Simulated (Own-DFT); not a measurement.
# Response to strain: wurtzite AlN, 128 atoms (Al64N64)

Calculated results; nothing here was measured. The program, named Own-DFT, is a retired in-house plane-wave density functional code that no person has reviewed. Each row is one single-point run on a periodic cell that was not relaxed, without spin or spin-orbit coupling.

Settings of every run: PBE; PseudoDojo norm-conserving scalar-relativistic files; cutoff 42 hartree; 3 x 3 x 3 k mesh centred on Gamma; Gaussian smearing of 0.01 eV.

Known limits: k mesh not checked against a denser one; stress not checked against mesh or cutoff.

Unstrained cell vectors in Å: (12.448, 0.000, 0.000); (-6.224, 10.780, 0.000); (0.000, 0.000, 9.964). The unstrained cell has measured lattice constants (interpolated for alloys), not those of this functional. That, the random moves and any unrelaxed bonds set the pressure at no strain. Each run strains this cell uniformly, with the atoms carried along. Every atom was also moved at random, by a Gaussian of width 0.05 Å on each axis. Strain is the symmetric tensor, in per cent. Stress is positive in tension, and the pressure is minus a third of its trace.

```
run  e_xx (%)  e_yy (%)  e_zz (%)  e_yz (%)  e_xz (%)  e_xy (%)  s_xx (GPa)  s_yy (GPa)  s_zz (GPa)  s_yz (GPa)  s_xz (GPa)  s_xy (GPa)  P (GPa)  E (meV/atom)
  1     -0.67     -0.40      1.42      0.73      1.94      1.26       -7.98       -8.24       -0.55        1.36        5.19        5.61     5.59          21.3
  2      0.84      0.10      1.52      1.08      0.99     -0.98       -2.03       -3.07        2.80        2.96        2.97       -3.09     0.77           1.1
  3     -1.40      0.72      0.77     -2.00      0.66      1.45      -10.97       -3.34       -3.57       -5.12        0.63        4.07     5.96          20.4
  4     -0.68      0.64      1.27     -0.28     -1.37     -1.94       -7.48       -4.13       -0.16       -0.97       -3.18       -7.79     3.93          22.3
  5      1.57     -1.17     -1.82     -1.51      0.47      0.60       -1.37      -10.13      -15.21       -5.04        1.97        3.05     8.90          17.5
  6     -0.26     -1.36      1.13      0.02     -0.49     -1.48       -9.27      -11.31       -1.12       -0.71       -1.81       -6.86     7.23          16.4
  7      1.67     -1.31     -1.01     -1.67     -0.36      0.57        0.20      -11.58       -8.72       -4.57       -1.06        1.89     6.70           7.0
  8      1.26      0.66     -1.71     -0.32     -0.93      1.85       -0.59       -3.76      -10.85       -1.81       -2.34        5.87     5.07          13.5
  9      0.40     -1.89     -1.59      0.37      1.09      1.58       -7.65      -15.78      -15.87        0.90        3.15        7.18    13.10          39.3
 10      1.19      1.02      1.62      1.05     -1.81      1.64        0.37        1.44        2.32        2.57       -4.07        5.59    -1.38          10.8
 11     -1.70     -0.28     -1.08     -1.89      0.31      0.28      -16.45       -8.50      -14.31       -4.74        2.45        1.89    13.08          36.2
 12     -0.35     -0.30      1.49     -0.44     -1.02      0.63       -5.00       -5.77       -1.23       -2.01       -2.10        2.34     4.00           0.0
 13      1.72     -0.53      0.84     -0.54      0.43      1.85        0.79       -3.95       -1.54       -1.78        0.49        6.94     1.57           3.5
 14     -1.93      0.87      0.44     -0.87      1.40      0.05      -15.42       -2.66       -3.98       -2.33        3.20        0.86     7.35          17.9
 15      1.40     -0.43     -1.54     -0.81      1.72      0.26       -1.38       -6.89      -12.55       -1.27        4.63       -0.10     6.94          18.8
 16      1.77     -0.01      1.71      1.52      0.19      0.22           ?           ?           ?           ?           ?           ?        ?             ?
```

E is the free energy for each atom above the lowest run shown.

## Worked fit

Each stress component was fitted by least squares to a constant and the strains of the runs shown, as fractions, with shears doubled. Shear strains stay in the fit of a normal stress only where such slopes are resolved. The slopes, in GPa:

| stress | at no strain | per e_xx | per e_yy | per e_zz | scatter |
|---|---|---|---|---|---|
| s_xx | -6.4 | 469 ± 25 | 92 ± 37 | 74 ± 24 | 1.12 |
| s_yy | -5.7 | 104 ± 24 | 451 ± 35 | 77 ± 23 | 1.04 |
| s_zz | -6.1 | 105 ± 27 | 104 ± 40 | 464 ± 26 | 1.20 |

Each shear stress against twice its own strain: yz 129 ± 10, xz 120 ± 10, xy 193 ± 12 GPa. These are stiffnesses along x, y and z of the frame in which the cell vectors are given, which need not be the crystal's axes. The atoms are held to the strained lattice; where symmetry lets them move under strain, relaxing them would lower some slopes. The table should be nearly symmetric about its diagonal, and what it lacks of that shows the noise. A ninth of its sum, 216 ± 6 GPa, estimates the bulk modulus near the mean pressure of these runs, 5.9 GPa, so it lies above the value at zero pressure.

## Withheld run

Question: what normal stresses and pressure should run 16 give?

The fit gives s_xx = 3.1, s_yy = -2.6, s_zz = 3.6 and P = -1.4 GPa. The calculation gave 3.28, -3.23, 3.30 and P = -1.12 GPa.
